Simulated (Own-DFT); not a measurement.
## Calculated data, GaP (zincblende, strained, atoms displaced)

Computed with Own-DFT development build. A calculation, not a measurement: plane-wave PBE density functional theory by an unreviewed code, no spin, of a simulated periodic cell, stress positive in tension, free energy of the whole cell less one offset for each atom, forces on such cells passed a denser k mesh, this cell's mesh not checked; offsets are fitted by least squares, one for each functional and potential file, so energies compare only between cells with the same atoms and settings and are not formation energies; the far tail of each file's local potential was reset to the Coulomb form; each entry is a single point on an unrelaxed cell, so the pressure reflects the starting lattice, mostly measured values (interpolated for alloys), from which strain is counted, and rises with the displacements; printed positions are rounded, which can move forces by about a meV/angstrom; the program, named Own-DFT, is a retired in-house code; no spin-orbit coupling.

Entry: GaP (zincblende, strained, atoms displaced)

```cif
# cell vector a (Å): 10.8620 0.0000 0.0000
# cell vector b (Å): 0.0000 10.8620 0.0000
# cell vector c (Å): 0.0000 0.0000 10.9439
data_GaP
_symmetry_space_group_name_H-M 'P 1'
_symmetry_Int_Tables_number 1
_cell_length_a 10.8620
_cell_length_b 10.8620
_cell_length_c 10.9439
_cell_angle_alpha 90.000
_cell_angle_beta 90.000
_cell_angle_gamma 90.000
_cell_volume 1291.19
loop_
_atom_site_label
_atom_site_type_symbol
_atom_site_fract_x
_atom_site_fract_y
_atom_site_fract_z
_atom_site_occupancy
Ga1 Ga 0.99691 0.99962 0.00197 1
Ga2 Ga 0.99806 0.25203 0.25289 1
Ga3 Ga 0.24880 0.00332 0.25260 1
Ga4 Ga 0.24790 0.24909 0.00082 1
P1 P 0.12833 0.12491 0.12426 1
P2 P 0.12550 0.37955 0.37644 1
P3 P 0.37395 0.11925 0.37340 1
P4 P 0.37498 0.37419 0.13060 1
Ga5 Ga 0.99811 0.00667 0.50170 1
Ga6 Ga 0.99640 0.24770 0.74731 1
Ga7 Ga 0.25069 0.99946 0.75039 1
Ga8 Ga 0.24703 0.25396 0.49908 1
P5 P 0.12546 0.12325 0.62249 1
P6 P 0.12293 0.37321 0.87049 1
P7 P 0.37523 0.12215 0.87329 1
P8 P 0.37229 0.37707 0.62623 1
Ga9 Ga 0.00276 0.49408 0.00009 1
Ga10 Ga 0.00041 0.75596 0.25212 1
Ga11 Ga 0.25205 0.50386 0.25007 1
Ga12 Ga 0.24980 0.75035 0.99907 1
P9 P 0.12464 0.62785 0.12475 1
P10 P 0.11942 0.87167 0.37478 1
P11 P 0.37542 0.62358 0.37518 1
P12 P 0.37846 0.87116 0.12049 1
Ga13 Ga 0.00180 0.49481 0.49704 1
Ga14 Ga 0.99462 0.75312 0.74914 1
Ga15 Ga 0.25420 0.49927 0.74950 1
Ga16 Ga 0.25457 0.75140 0.50566 1
P13 P 0.12976 0.63170 0.62598 1
P14 P 0.12366 0.87634 0.87490 1
P15 P 0.37073 0.61922 0.87738 1
P16 P 0.37695 0.87517 0.62353 1
Ga17 Ga 0.49921 0.99797 0.00216 1
Ga18 Ga 0.50437 0.25214 0.24949 1
Ga19 Ga 0.74574 0.00300 0.24621 1
Ga20 Ga 0.74957 0.25213 0.00420 1
P17 P 0.62894 0.12208 0.12246 1
P18 P 0.62396 0.37327 0.37545 1
P19 P 0.86880 0.12888 0.37936 1
P20 P 0.87578 0.37838 0.12589 1
Ga21 Ga 0.49769 0.00111 0.49621 1
Ga22 Ga 0.50043 0.24783 0.74972 1
Ga23 Ga 0.75008 0.99510 0.74332 1
Ga24 Ga 0.75384 0.25103 0.49801 1
P21 P 0.62010 0.13010 0.62318 1
P22 P 0.62453 0.37142 0.87654 1
P23 P 0.87563 0.12919 0.87751 1
P24 P 0.87387 0.37673 0.61992 1
Ga25 Ga 0.49977 0.50003 0.99670 1
Ga26 Ga 0.49831 0.75009 0.24648 1
Ga27 Ga 0.75210 0.49640 0.25150 1
Ga28 Ga 0.74925 0.74853 0.00132 1
P25 P 0.62879 0.62402 0.12506 1
P26 P 0.62326 0.87633 0.37721 1
P27 P 0.87617 0.62535 0.37512 1
P28 P 0.87372 0.87844 0.12541 1
Ga29 Ga 0.50502 0.50031 0.49884 1
Ga30 Ga 0.50015 0.74964 0.74865 1
Ga31 Ga 0.75090 0.50251 0.74835 1
Ga32 Ga 0.75051 0.75097 0.49803 1
P29 P 0.62226 0.62223 0.62341 1
P30 P 0.62104 0.87604 0.87559 1
P31 P 0.87045 0.62612 0.87651 1
P32 P 0.87464 0.87450 0.62336 1
```

| Property | Result |
| --- | --- |
| functional | PBE |
| potential files | PseudoDojo norm-conserving, scalar-relativistic, standard set |
| wave cutoff | 42 hartree |
| occupations | Fermi-Dirac |
| smearing width | 0.1 eV |
| hardware | one NVIDIA H100 |
| k mesh | 3 x 3 x 3 centred on Gamma |
| free energy of cell above offsets | -34.992 eV |
| pressure | 3.17 GPa |
| stress xx | -3.36 GPa |
| stress yy | -3.31 GPa |
| stress zz | -2.84 GPa |
| stress yz | -0.32 GPa |
| stress xz | -0.12 GPa |
| stress xy | 0.07 GPa |
| wall time | 495.8 s |

Force:
| element | x (eV/Å) | y (eV/Å) | z (eV/Å) |
| --- | --- | --- | --- |
| Ga | 0.413 | 0.322 | -0.227 |
| Ga | 0.277 | -0.204 | -0.126 |
| Ga | -0.156 | -1.012 | -0.458 |
| Ga | 0.394 | 0.26 | -0.305 |
| P | -0.788 | 0.024 | 0.359 |
| P | 0.226 | -0.494 | -0.732 |
| P | 0.121 | 1.283 | 0.126 |
| P | 0.019 | 0.098 | -0.751 |
| Ga | -0.054 | -0.659 | -0.431 |
| Ga | 0.155 | 0.133 | -0.139 |
| Ga | -0.121 | -0.161 | -0.169 |
| Ga | 0.4 | -0.423 | -0.018 |
| P | 0.141 | 0.396 | 0.394 |
| P | 0.303 | -0.05 | 0.082 |
| P | -0.022 | 0.327 | 0.424 |
| P | 0.697 | -0.399 | -0.425 |
| Ga | -0.064 | 0.774 | -0.243 |
| Ga | -0.492 | -0.745 | -0.573 |
| Ga | -0.295 | -0.067 | -0.068 |
| Ga | -0.162 | -0.089 | -0.156 |
| P | -0.168 | -0.183 | 0.059 |
| P | 0.955 | 0.918 | 0.717 |
| P | 0.219 | 0.411 | 0.18 |
| P | -0.753 | 0.523 | 0.614 |
| Ga | 0.021 | 1.218 | 0.609 |
| Ga | 0.505 | -0.404 | 0.298 |
| Ga | -0.861 | 0.197 | -0.004 |
| Ga | -0.313 | -0.01 | -0.901 |
| P | -0.787 | -0.898 | 0.195 |
| P | -0.123 | -0.07 | 0.018 |
| P | 0.527 | 0.81 | -0.282 |
| P | 0.103 | 0.343 | 0.357 |
| Ga | 0.022 | 0.301 | -0.372 |
| Ga | -0.37 | -0.744 | -0.025 |
| Ga | 0.428 | -0.456 | 0.84 |
| Ga | 0.249 | -0.012 | -0.322 |
| P | -0.837 | 0.63 | 0.007 |
| P | 0.449 | 0.106 | 0.008 |
| P | 0.705 | -0.691 | -1.002 |
| P | 0.039 | -0.531 | 0.064 |
| Ga | 0.247 | -0.002 | 0.512 |
| Ga | -0.4 | 0.372 | 0.182 |
| Ga | -0.424 | 0.821 | 0.715 |
| Ga | -1.023 | 0.304 | 0.566 |
| P | 0.722 | -0.648 | -0.298 |
| P | 0.145 | 0.365 | -0.334 |
| P | -0.466 | -0.612 | -0.352 |
| P | 0.154 | -0.031 | 0.648 |
| Ga | 0.121 | -0.212 | 0.619 |
| Ga | 0.394 | -0.276 | 0.394 |
| Ga | -0.236 | 0.515 | 0.125 |
| Ga | -0.15 | 0.488 | -0.082 |
| P | -0.437 | -0.235 | 0.15 |
| P | 0.123 | -0.135 | -0.595 |
| P | 0.01 | -0.086 | -0.072 |
| P | -0.137 | -0.366 | 0.113 |
| Ga | -0.793 | -0.261 | -0.039 |
| Ga | -0.286 | -0.305 | 0.346 |
| Ga | -0.262 | -0.386 | 0.168 |
| Ga | -0.189 | -0.284 | 0.091 |
| P | 0.532 | 0.575 | 0.174 |
| P | 0.568 | -0.251 | -0.205 |
| P | 0.734 | -0.267 | -0.09 |
| P | 0.052 | 0.145 | -0.359 |
